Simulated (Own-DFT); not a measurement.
# What a defect does to the pressure of its cell: hexagonal WC

Everything here is calculated. The program is Own-DFT (plane waves, in-house, since retired, never reviewed by a person); positions were held fixed, and spin and spin-orbit coupling were off.

Settings: PBE; PseudoDojo norm-conserving scalar-relativistic files; cutoff 50 hartree; 4 x 4 x 4 k mesh centred on Gamma; cold (Marzari-Vanderbilt) smearing of 0.2 eV.

Known weak points: forces on such cells moved up to 12 meV/angstrom on a denser k mesh; stress not checked against mesh or cutoff.

All runs share one cell, with vectors in Å (5.833, -5.052, -2.839); (0.000, -5.052, 8.518); (-5.833, -5.052, -2.839) and a volume of 669.4 Å³. u is the rms random offset of the atoms per axis. The defect's site can differ from row to row.

```
             cell  formula   u (Å)  P (GPa)
        no defect   C32W32  0.0197     3.28
        no defect   C32W32  0.0199     3.37
        no defect   C32W32  0.0514     6.65
one C on a W site   C33W31  0.0287     2.56
one C on a W site   C33W31  0.0307        ?
one C on a W site   C33W31  0.0460     4.05
one C on a W site   C33W31  0.0537     5.12
    one C vacancy   C31W32  0.0299     3.46
    one C vacancy   C31W32  0.0300     3.19
    one C vacancy   C31W32  0.0519     6.08
one W on a C site   C31W33  0.0282    15.72
one W on a C site   C31W33  0.0286    16.49
one W on a C site   C31W33  0.0294    16.24
    one W vacancy   C32W31  0.0298     2.39
    one W vacancy   C32W31  0.0321     2.27
    one W vacancy   C32W31  0.0457     4.19
```

## What the rows give

P = P0 + c u² + a shift for each defect gives P0 = 2.79 GPa, c = 1446 ± 82 GPa/Å² and a scatter of 0.24 GPa. The shifts, and each times the cell's volume:

- one W on a C site: 12.17 ± 0.20 GPa, 50.9 eV
- one C vacancy: -0.71 ± 0.20 GPa, -3.0 eV
- one C on a W site: -1.68 ± 0.21 GPa, -7.0 eV
- one W vacancy: -1.77 ± 0.20 GPa, -7.4 eV

Against the defect-free cell, a freed cell would be larger where the shift is positive and smaller where it is negative (160.2 GPa Å³ is 1 eV). The atoms around the defects weren't relaxed, which would change these numbers.

## Test on the hidden row

Asked: what pressure belongs in the blank (one C on a W site, u = 0.0307 Å)?

The fit gives 2.48 ± 0.29 GPa. The calculation gave 2.96 GPa.
